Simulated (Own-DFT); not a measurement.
## Calculated data, SiC (4H silicon carbide, strained, atoms displaced)

Computed with Own-DFT development build. A calculation, not a measurement: plane-wave PBE density functional theory by an unreviewed code, no spin, of a simulated periodic cell, stress positive in tension, free energy of the whole cell less one offset for each atom, forces on such cells passed a denser k mesh, this cell's mesh not checked; offsets are fitted by least squares, one for each functional and potential file, so energies compare only between cells with the same atoms and settings and are not formation energies; the far tail of each file's local potential was reset to the Coulomb form; each entry is a single point on an unrelaxed cell, so the pressure reflects the starting lattice, mostly measured values (interpolated for alloys), from which strain is counted, and rises with the displacements; printed positions are rounded, which can move forces by about a meV/angstrom; the program, named Own-DFT, is a retired in-house code; no spin-orbit coupling; before rounding, a Quantum ESPRESSO 7.3.1 run of the same cell and cutoff gave forces within 1 meV/angstrom rms on each cell, which checks the program and not the settings.

Common to all runs: functional PBE; potential files PseudoDojo norm-conserving, scalar-relativistic, standard set; wave cutoff 42 hartree; occupations Fermi-Dirac; smearing width 0.1 eV; k mesh 5 x 5 x 3 centred on Gamma.

(1) SiC (4H silicon carbide, strained, atoms displaced)

```
SiC
1.0
      6.1426    -0.1141     0.0521
     -3.1701     5.4274     0.0640
      0.0851     0.1698    10.1340
Si C Si C Si C Si C Si C Si C Si C Si C
2 2 2 2 2 2 2 2 2 2 2 2 2 2 2 2
Direct
  0.98994 0.99037 0.41339
  0.15255 0.32681 0.15308
  0.01883 0.00663 0.08749
  0.14365 0.33041 0.35053
  0.00326 0.51274 0.40471
  0.14085 0.82680 0.15556
  0.98965 0.50325 0.08757
  0.17508 0.82453 0.34453
  0.49768 0.00233 0.40427
  0.67645 0.33567 0.15221
  0.51705 0.00797 0.09080
  0.67009 0.31895 0.34203
  0.51753 0.51178 0.40336
  0.66417 0.83301 0.15736
  0.50742 0.51701 0.09411
  0.66742 0.82485 0.34300
  0.00643 0.00554 0.90660
  0.84944 0.66594 0.66356
  0.99792 0.99647 0.59368
  0.82752 0.67511 0.84533
  0.98913 0.48804 0.90744
  0.84384 0.17696 0.66095
  0.99211 0.49287 0.59788
  0.83576 0.17358 0.83798
  0.50313 0.00002 0.90623
  0.33635 0.66894 0.66188
  0.51387 0.00632 0.59624
  0.32783 0.66139 0.84201
  0.49550 0.49696 0.90540
  0.33917 0.16224 0.65232
  0.49773 0.50788 0.59310
  0.34164 0.18698 0.84203
```

* free energy of cell above offsets: -2.527 eV
* pressure: 3.26 GPa
* stress xx: -2.4 GPa
* stress yy: -4.57 GPa
* stress zz: -2.81 GPa
* stress yz: 5.87 GPa
* stress xz: 2.55 GPa
* stress xy: -7.31 GPa

Force:
```tsv
element	x (eV/Å)	y (eV/Å)	z (eV/Å)
Si	0.602	1.245	-1.164
Si	0.951	1.381	1.376
C	-2.58	0.187	0.938
C	2.518	-0.295	-1.297
Si	0.247	-2.978	1.636
Si	3.794	0.479	0.13
C	2.282	0.424	0.46
C	-2.545	1.974	-0.926
Si	1.824	-1.005	1.159
Si	-2.936	-1.064	1.018
C	-1.62	-0.719	0.488
C	-1.343	2.532	-0.505
Si	-1.657	-3.178	0.949
Si	0.434	0.663	-0.438
C	-0.151	-2.068	-0.162
C	-0.583	1.754	-0.477
Si	-0.437	-0.193	-1.251
Si	-2.551	0.01	-1.134
C	0.668	0.109	1.116
C	1.882	-0.137	0.502
Si	-0.433	1.776	-1.211
Si	0.303	-1.591	-1.741
C	0.941	1.934	-0.938
C	0.695	-0.773	2.198
Si	-0.894	-0.217	-0.428
Si	0.092	-0.221	-1.697
C	-0.889	-0.695	-0.641
C	-0.021	0.767	1.473
Si	-0.475	1.495	0.622
Si	-0.701	1.505	0.139
C	1.591	-0.602	0.009
C	0.991	-2.501	-0.203
```

(2) SiC (4H silicon carbide, strained, atoms displaced)

```
SiC
1.0
      6.1641    -0.0680     0.0156
     -3.1409     5.2703    -0.0166
      0.0254    -0.0166    10.0031
Si C Si C Si C Si C Si C Si C Si C Si C
2 2 2 2 2 2 2 2 2 2 2 2 2 2 2 2
Direct
  0.01070 0.00945 0.40337
  0.14553 0.32555 0.14871
  0.98947 0.99791 0.09683
  0.17871 0.33352 0.33840
  0.99872 0.48503 0.39552
  0.16477 0.83453 0.14481
  0.99224 0.49834 0.09254
  0.16885 0.80854 0.34096
  0.49790 0.01066 0.40554
  0.66205 0.33441 0.15819
  0.50262 0.99646 0.08180
  0.66249 0.34561 0.33810
  0.50320 0.49605 0.40503
  0.67102 0.83412 0.15127
  0.49927 0.49886 0.09500
  0.66559 0.82961 0.34536
  0.98450 0.00157 0.90525
  0.83716 0.67060 0.65207
  0.99503 0.00273 0.59880
  0.84462 0.67606 0.84308
  0.98705 0.50934 0.91318
  0.85513 0.18191 0.66054
  0.01065 0.50800 0.59727
  0.83970 0.18235 0.84034
  0.48350 0.99942 0.90736
  0.32779 0.65139 0.66000
  0.50710 0.00730 0.59025
  0.33180 0.65662 0.84011
  0.49672 0.48930 0.90159
  0.32662 0.15948 0.66162
  0.51146 0.51718 0.59145
  0.34384 0.16885 0.84474
```

- free energy of cell above offsets: -2.203 eV
- pressure: 11.25 GPa
- stress xx: -6.15 GPa
- stress yy: -16.17 GPa
- stress zz: -11.42 GPa
- stress yz: -0.79 GPa
- stress xz: -0.26 GPa
- stress xy: -3.85 GPa

Force:
```tsv
element	x (eV/Å)	y (eV/Å)	z (eV/Å)
Si	-0.136	-2.449	0.438
Si	2.41	1.686	1.138
C	1.674	0.007	-2.111
C	-1.271	-0.396	-0.272
Si	0.005	0.25	2.406
Si	0.559	0.267	2.372
C	-0.266	-0.051	0.482
C	-1.578	3.273	-1.054
Si	1.36	-1.674	0.072
Si	-0.744	-0.491	-1.596
C	-0.503	0.467	3.115
C	1.805	-1.756	0.854
Si	-1.038	1.908	0.504
Si	-2.203	-1.193	1.846
C	-0.717	-0.758	-1.302
C	-0.061	1.722	-0.825
Si	0.931	1.1	-0.056
Si	0.594	-0.38	0.713
C	1.396	0.566	-1.39
C	-1.62	-0.519	-0.272
Si	2.394	-0.846	-2.401
Si	-2.689	-1.089	-1.362
C	-1.099	-0.554	-2.22
C	-0.767	-1.169	1.989
Si	3.135	-0.846	-2.779
Si	0.614	3.047	-1.619
C	-0.23	-0.157	1.425
C	-0.692	0.579	2.114
Si	-0.177	2.326	1.267
Si	1.535	0.928	-1.857
C	-0.218	-2.586	0.37
C	-2.402	-1.214	0.009
```

(3) SiC (4H silicon carbide, strained, atoms displaced)

```
SiC
1.0
      6.2764    -0.0788     0.0785
     -3.2065     5.3229     0.0320
      0.1282     0.1343    10.0218
Si C Si C Si C Si C Si C Si C Si C Si C
2 2 2 2 2 2 2 2 2 2 2 2 2 2 2 2
Direct
  0.98682 0.00098 0.40700
  0.15513 0.31719 0.16181
  0.00312 0.98616 0.09482
  0.18202 0.33554 0.34709
  0.99413 0.50400 0.40280
  0.16999 0.84324 0.15061
  0.00257 0.50715 0.08863
  0.16827 0.84119 0.35127
  0.50321 0.99894 0.40357
  0.67195 0.34001 0.15364
  0.49435 0.00924 0.09438
  0.64636 0.32719 0.33843
  0.49224 0.48589 0.41134
  0.66743 0.83246 0.16385
  0.49644 0.49559 0.09497
  0.67843 0.84608 0.34756
  0.00159 0.00518 0.91393
  0.82496 0.64789 0.65583
  0.99747 0.01494 0.58422
  0.83943 0.66732 0.83832
  0.01039 0.50112 0.90716
  0.83236 0.15684 0.65422
  0.98921 0.49431 0.59401
  0.82236 0.15661 0.84569
  0.52229 0.02376 0.90464
  0.34059 0.67896 0.65075
  0.50280 0.00255 0.58946
  0.31379 0.64328 0.84239
  0.51230 0.50214 0.89888
  0.32824 0.16286 0.64991
  0.47989 0.48333 0.59506
  0.33471 0.16138 0.83725
```

- free energy of cell above offsets: -2.072 eV
- pressure: 5.2 GPa
- stress xx: 0.21 GPa
- stress yy: -7.08 GPa
- stress zz: -8.74 GPa
- stress yz: 4.73 GPa
- stress xz: 5.33 GPa
- stress xy: -6.62 GPa

Force:
```tsv
element	x (eV/Å)	y (eV/Å)	z (eV/Å)
Si	2.641	0.506	-0.421
Si	0.77	1.889	-1.091
C	-2.29	1.323	0.485
C	-3.134	0.053	-0.781
Si	0.309	-0.859	0.452
Si	0.868	-1.585	2.087
C	0.721	-0.833	1.724
C	-0.419	-0.318	-1.679
Si	-0.81	-0.015	0.038
Si	-1.189	0.055	-0.223
C	2.409	-0.084	-0.453
C	2.235	1	0.912
Si	0.475	1.656	-0.774
Si	-0.844	-0.635	-1.751
C	-0.062	0.48	-0.541
C	-1.647	-1.892	-0.368
Si	0.406	-0.825	-2.611
Si	-0.809	1.746	-0.898
C	1.227	-2.475	2.422
C	0.542	0.473	1.36
Si	-2.465	-0.88	-0.773
Si	-0.845	1.055	0.507
C	0.965	0.331	-0.688
C	3.705	1.691	-0.853
Si	-3.957	-3.925	0.958
Si	-1.035	-2.596	1.273
C	-0.111	0.665	0.134
C	3.508	3.125	-0.964
Si	-1.899	-0.513	0.996
Si	-0.348	-1.667	0.913
C	1.115	2.684	-0.415
C	-0.034	0.37	1.021
```

(4) SiC (4H silicon carbide, strained, atoms displaced)

```
SiC
1.0
      6.1464    -0.0683     0.0440
     -3.1323     5.4274    -0.1237
      0.0719    -0.1918    10.2434
Si C Si C Si C Si C Si C Si C Si C Si C
2 2 2 2 2 2 2 2 2 2 2 2 2 2 2 2
Direct
  0.00442 0.99097 0.40402
  0.17017 0.32979 0.15113
  0.99448 0.99889 0.09510
  0.18197 0.33713 0.34252
  0.98555 0.48889 0.39987
  0.16015 0.84152 0.16998
  0.97744 0.49032 0.09746
  0.18770 0.85659 0.33648
  0.50507 0.99715 0.40364
  0.66263 0.34855 0.14993
  0.49675 0.99264 0.09079
  0.67137 0.34356 0.34554
  0.48933 0.49666 0.40442
  0.66056 0.83086 0.15808
  0.49224 0.48929 0.09633
  0.67094 0.82234 0.34125
  0.99522 0.00492 0.89854
  0.84927 0.68541 0.66107
  0.01041 0.00714 0.58584
  0.82901 0.67633 0.84925
  0.99645 0.49980 0.90913
  0.83541 0.16890 0.66165
  0.00152 0.50640 0.59767
  0.84419 0.17761 0.84320
  0.50097 0.99857 0.91712
  0.32773 0.68139 0.65419
  0.50492 0.00050 0.59456
  0.33803 0.65794 0.84830
  0.49494 0.48682 0.91057
  0.34486 0.18919 0.65631
  0.49388 0.49830 0.59309
  0.33130 0.17594 0.84556
```

* free energy of cell above offsets: -2.207 eV
* pressure: 0.68 GPa
* stress xx: -5.5 GPa
* stress yy: 1.03 GPa
* stress zz: 2.44 GPa
* stress yz: -6.3 GPa
* stress xz: 0.94 GPa
* stress xy: -6.44 GPa

Force:
```tsv
element	x (eV/Å)	y (eV/Å)	z (eV/Å)
Si	-0.669	1.71	0.01
Si	-2.408	-0.354	1.453
C	0.184	-0.168	-0.595
C	-3.42	-1.643	-0.93
Si	2.706	1.799	1.517
Si	0.572	-0.742	-5.612
C	2.853	1.958	-0.727
C	-0.373	-2.448	3.588
Si	0.866	1.227	0.747
Si	0.699	-3.215	2.35
C	-0.831	0.671	2.529
C	-1.353	-1.798	-1.308
Si	2.38	0.987	1.717
Si	0.231	0.269	-0.651
C	-0.429	1.886	-1.337
C	-0.903	0.706	0.377
Si	0.578	0.16	2.228
Si	-1.393	-1.281	-0.958
C	-0.407	-0.078	1.786
C	1.122	-1.134	-0.75
Si	0.312	1.507	0.172
Si	0.346	0.529	-1.592
C	-0.769	-0.617	-1.082
C	-1.283	-1.114	0.577
Si	-0.288	-0.464	-2.96
Si	2.172	-1.389	1.227
C	-0.738	0.981	-0.42
C	-1.174	1.157	-0.211
Si	-0.609	2.344	-0.349
Si	0.361	-1.619	-0.065
C	0.344	2.248	-0.181
C	1.32	-2.076	-0.549
```

(5) SiC (4H silicon carbide, strained, atoms displaced)

```
SiC
1.0
      6.2657     0.0923     0.0307
     -3.0529     5.3276     0.0703
      0.0501     0.1615    10.2537
Si C Si C Si C Si C Si C Si C Si C Si C
2 2 2 2 2 2 2 2 2 2 2 2 2 2 2 2
Direct
  0.99893 0.99868 0.40258
  0.16290 0.34141 0.15829
  0.01163 0.01157 0.09521
  0.17650 0.34598 0.34457
  0.00736 0.51489 0.40731
  0.17014 0.81309 0.15598
  0.00170 0.51721 0.09679
  0.16583 0.84144 0.34759
  0.49725 0.98750 0.41184
  0.66413 0.34002 0.16234
  0.50238 0.98322 0.09568
  0.67604 0.34374 0.34744
  0.52592 0.50239 0.41128
  0.65888 0.81936 0.15751
  0.50099 0.51054 0.09107
  0.66524 0.83402 0.33925
  0.98886 0.99143 0.90455
  0.83914 0.67648 0.66149
  0.99887 0.00128 0.59444
  0.83069 0.66940 0.84405
  0.00249 0.50383 0.90304
  0.83620 0.16669 0.66054
  0.00589 0.50128 0.60025
  0.82482 0.15201 0.84273
  0.49301 0.97820 0.90367
  0.32903 0.66842 0.65061
  0.49390 0.00157 0.60835
  0.33416 0.67489 0.84417
  0.52032 0.51450 0.89290
  0.33871 0.17779 0.65584
  0.50402 0.51423 0.60355
  0.32480 0.15377 0.85500
```

- free energy of cell above offsets: -2.303 eV
- pressure: -3.12 GPa
- stress xx: 3.93 GPa
- stress yy: -1.28 GPa
- stress zz: 6.72 GPa
- stress yz: 3.33 GPa
- stress xz: 2.3 GPa
- stress xy: 6.19 GPa

Force:
```tsv
element	x (eV/Å)	y (eV/Å)	z (eV/Å)
Si	-0.969	1.438	0.428
Si	1.218	-0.492	-0.67
C	-0.567	-1.533	0.083
C	0.257	-0.291	0.714
Si	0.698	-1.481	0.582
Si	-1.22	4.858	0.703
C	-0.268	-3.727	-1.477
C	1.412	-0.27	-0.571
Si	-0.5	1.403	-0.104
Si	0.102	-0.836	-1.522
C	-1.122	1.524	-0.202
C	1.364	-1.543	0.222
Si	-3.472	0.665	0.049
Si	1.489	1.889	-0.529
C	0.434	-1.584	-0.35
C	0.839	-0.194	1.816
Si	1.253	1.453	1.954
Si	0.227	-0.532	-0.808
C	0.396	0.59	-0.56
C	1.915	0.243	-0.6
Si	0.187	-0.943	0.979
Si	-0.496	-0.297	-0.481
C	-1.146	0.11	-0.981
C	-0.367	1.515	0.56
Si	-0.645	2.991	1.748
Si	-0.221	0.26	2.161
C	1.213	0.684	-2.799
C	0.287	-2.799	-1.41
Si	-3.051	-2.986	3
Si	-0.945	-1.001	1.702
C	1.427	-0.54	-1.571
C	0.272	1.429	-2.066
```

(6) SiC (4H silicon carbide, strained, atoms displaced)

```
SiC
1.0
      6.2844     0.0908     0.0795
     -3.0636     5.2900    -0.1219
      0.1297    -0.1549    10.0229
Si C Si C Si C Si C Si C Si C Si C Si C
2 2 2 2 2 2 2 2 2 2 2 2 2 2 2 2
Direct
  0.00205 0.00886 0.39728
  0.17119 0.35061 0.14491
  0.01153 0.01676 0.10338
  0.16640 0.33740 0.35033
  0.99862 0.50490 0.41181
  0.17538 0.85279 0.15944
  0.00648 0.50341 0.08875
  0.16284 0.83561 0.34638
  0.51045 0.01293 0.40646
  0.66780 0.34708 0.15561
  0.48461 0.99123 0.08850
  0.66725 0.33783 0.34171
  0.46799 0.47199 0.40675
  0.66213 0.82628 0.15795
  0.50309 0.49070 0.09867
  0.67187 0.82910 0.33939
  0.99940 0.00132 0.91677
  0.82918 0.65155 0.66150
  0.00873 0.01255 0.60350
  0.82894 0.65631 0.85168
  0.00618 0.49855 0.89867
  0.83066 0.16109 0.65374
  0.00662 0.50864 0.59321
  0.83759 0.17296 0.83930
  0.49088 0.00034 0.89021
  0.32749 0.66151 0.64761
  0.50721 0.02989 0.58742
  0.32956 0.64684 0.84241
  0.49944 0.50325 0.90344
  0.32448 0.15859 0.65543
  0.48600 0.49573 0.60054
  0.34073 0.17142 0.84475
```

- free energy of cell above offsets: -1.911 eV
- pressure: 2.5 GPa
- stress xx: 0.4 GPa
- stress yy: -2.1 GPa
- stress zz: -5.8 GPa
- stress yz: -4.78 GPa
- stress xz: 3.6 GPa
- stress xy: 7.38 GPa

Force:
```tsv
element	x (eV/Å)	y (eV/Å)	z (eV/Å)
Si	-0.46	-1.333	2.091
Si	0.55	-0.208	2.658
C	-1.176	-1.49	-1.148
C	-1.763	-0.149	-2.142
Si	-0.579	0.328	-1.72
Si	0.37	-1.739	-0.534
C	-1.443	0.956	0.255
C	1.37	0.328	0.052
Si	-0.185	-1.211	-1.878
Si	2.48	-2.447	-0.374
C	1.788	1.319	-0.041
C	0.263	0.03	0.716
Si	2.934	3.319	0.762
Si	-0.61	1.455	-0.99
C	-1.935	1.695	-1.976
C	-1.13	-0.133	2.015
Si	0.167	0.074	-1.766
Si	-1.586	2.053	-0.3
C	-0.515	-2.567	-2.3
C	0.032	1.176	-0.674
Si	-0.727	0.164	1.505
Si	-0.093	1.14	0.197
C	-0.401	-1.213	0.571
C	-0.397	-1.846	0.798
Si	1.863	-0.635	2.772
Si	-0.235	1.487	1.535
C	1.804	-2.684	1.251
C	-1.226	2.305	-1.352
Si	1.338	-0.736	1.193
Si	-0.888	1.763	1.073
C	2.126	-0.291	-1.703
C	-1.736	-0.909	-0.546
```
